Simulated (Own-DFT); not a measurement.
# Response to strain: diamond-structure GeSn with randomly placed atoms, 64 atoms (Ge60Sn4)

All numbers below are calculated, not measured. They come from Own-DFT, an in-house plane-wave density functional program, since retired, whose code no person has reviewed. Each row is one single-point run on a periodic cell that was not relaxed, without spin or spin-orbit coupling.

Settings of every run: PBE; PseudoDojo norm-conserving scalar-relativistic files; cutoff 49 hartree; 3 x 3 x 3 k mesh centred on Gamma; Fermi-Dirac smearing of 0.1 eV.

Known limits: forces on such cells moved up to 12 meV/angstrom on a denser k mesh; stress not checked against mesh or cutoff.

Unstrained cell vectors in Å: (11.420, 0.000, 0.000); (0.000, 11.420, 0.000); (0.000, 0.000, 11.420). The unstrained cell has measured lattice constants (interpolated for alloys), not those of this functional. That, the random moves and any unrelaxed bonds set the pressure at no strain. Each run strains this cell uniformly, with the atoms carried along. Every atom was also moved at random, by a Gaussian of width 0.05 Å on each axis. The random placing of the alloy's atoms differs from row to row. Strain is the symmetric tensor, in per cent. Stress is positive in tension, and the pressure is minus a third of its trace.

| run | e_xx (%) | e_yy (%) | e_zz (%) | s_xx (GPa) | s_yy (GPa) | s_zz (GPa) | P (GPa) | E (meV/atom) |
|---|---|---|---|---|---|---|---|---|
| 1 | 3.00 | 3.00 | 0.00 | -0.10 | -0.10 | -1.80 | 0.66 | 0.0 |
| 2 | 1.75 | 1.75 | 0.00 | -2.04 | -2.03 | -3.14 | 2.40 | 20.7 |
| 3 | -2.00 | -2.00 | 0.00 | -8.56 | -8.61 | -7.39 | 8.18 | 74.2 |
| 4 | -0.25 | -0.25 | 0.00 | -5.22 | -5.16 | -5.15 | 5.17 | 36.0 |
| 5 | 1.50 | 1.50 | 0.00 | -2.42 | -2.58 | -3.38 | 2.79 | 25.0 |
| 6 | 1.00 | 1.00 | 0.00 | -3.23 | -3.36 | -3.88 | 3.49 | 29.8 |
| 7 | 2.75 | 2.75 | 0.00 | -0.78 | -0.64 | -2.18 | 1.20 | 17.7 |
| 8 | -1.75 | -1.75 | 0.00 | -8.26 | -8.39 | -7.12 | 7.92 | 80.8 |
| 9 | 2.25 | 2.25 | 0.00 | ? | ? | ? | ? | ? |

E is the free energy for each atom above the lowest run shown.

## Worked fit

The change of volume is close to e_xx + e_yy + e_zz. A straight line through the runs shown gives P = 5.13 - 75 x (fractional change of volume) GPa, with an error of 2 on the slope and a scatter of 0.21 GPa. The strain isn't the same on all axes, but the crystal is cubic, so the slope still estimates the bulk modulus, averaged over pressures from 0.7 to 8.2 GPa.

## Withheld run

Question: what pressure should run 9 give? Its volume changes by 4.55 %.

The line gives 1.7 GPa. The calculation gave 1.72 GPa.
